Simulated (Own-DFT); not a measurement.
# Biaxial strain at fixed height in grey tin, 64 atoms (Sn64)

The numbers are computed, not measured, by runs of the plane-wave DFT program Own-DFT (in-house, retired, unreviewed) at fixed positions, with no spin and no spin-orbit coupling.

Settings: PBE; PseudoDojo norm-conserving scalar-relativistic files; cutoff 42 hartree; 3 x 3 x 3 k mesh centred on Gamma; cold (Marzari-Vanderbilt) smearing of 0.2 eV.

Known weak points: forces on such cells moved up to 12 meV/angstrom on a denser k mesh; stress not checked against mesh or cutoff.

Unstrained cell vectors in Å: (12.978, 0.000, 0.000); (0.000, 12.978, 0.000); (0.000, 0.000, 12.978). The unstrained cell has measured lattice constants (interpolated for alloys), not those of this functional. That, the random moves and any unrelaxed bonds set the pressure at no strain. Each run strains x and y alike by e, as a substrate would, and holds the height along z. Each coordinate of each atom was shifted by a normal deviate of width 0.05 Å. Stress is positive in tension.

| e (%) | u (Å) | (s_xx + s_yy)/2 (GPa) | s_zz (GPa) |
|---|---|---|---|
| -2.50 | 0.048 | -6.87 | -6.12 |
| -2.50 | 0.052 | -6.88 | -6.14 |
| -2.00 | 0.054 | -6.22 | -5.59 |
| -2.00 | 0.049 | -6.10 | -5.55 |
| -1.50 | 0.051 | ? | ? |
| -1.00 | 0.046 | -4.76 | -4.49 |
| -1.00 | 0.050 | -4.82 | -4.53 |
| -0.50 | 0.047 | -4.21 | -4.04 |
| 0.25 | 0.047 | -3.36 | -3.38 |

## Worked fit

With e as a fraction, the in-plane stress is -3.6 + 109 e - 844 e² GPa (errors 6 and 214, scatter 0.05), and s_zz is -3.6 + 86 e - 621 e² GPa (slope ± 2, scatter 0.02). At e = 0 the first slope is C11 + C12 and the second 2 C12, both with the ions held to the strained lattice and at the cell's own pressure. The term in e² is negative: the layer stiffens under compression and softens under tension. A free layer would change its height as e changes, and the in-plane slope would drop by 2 C12²/C11 to the biaxial modulus. At fixed height, a misfit of 1 % moves the in-plane stress by about 1.1 GPa and s_zz by 0.9 GPa.

## Check

Asked: what are the two stresses at e = -1.50 %?

The fitted form gives -5.5 and -5.0 GPa. The run itself gave -5.49 and -5.07 GPa.
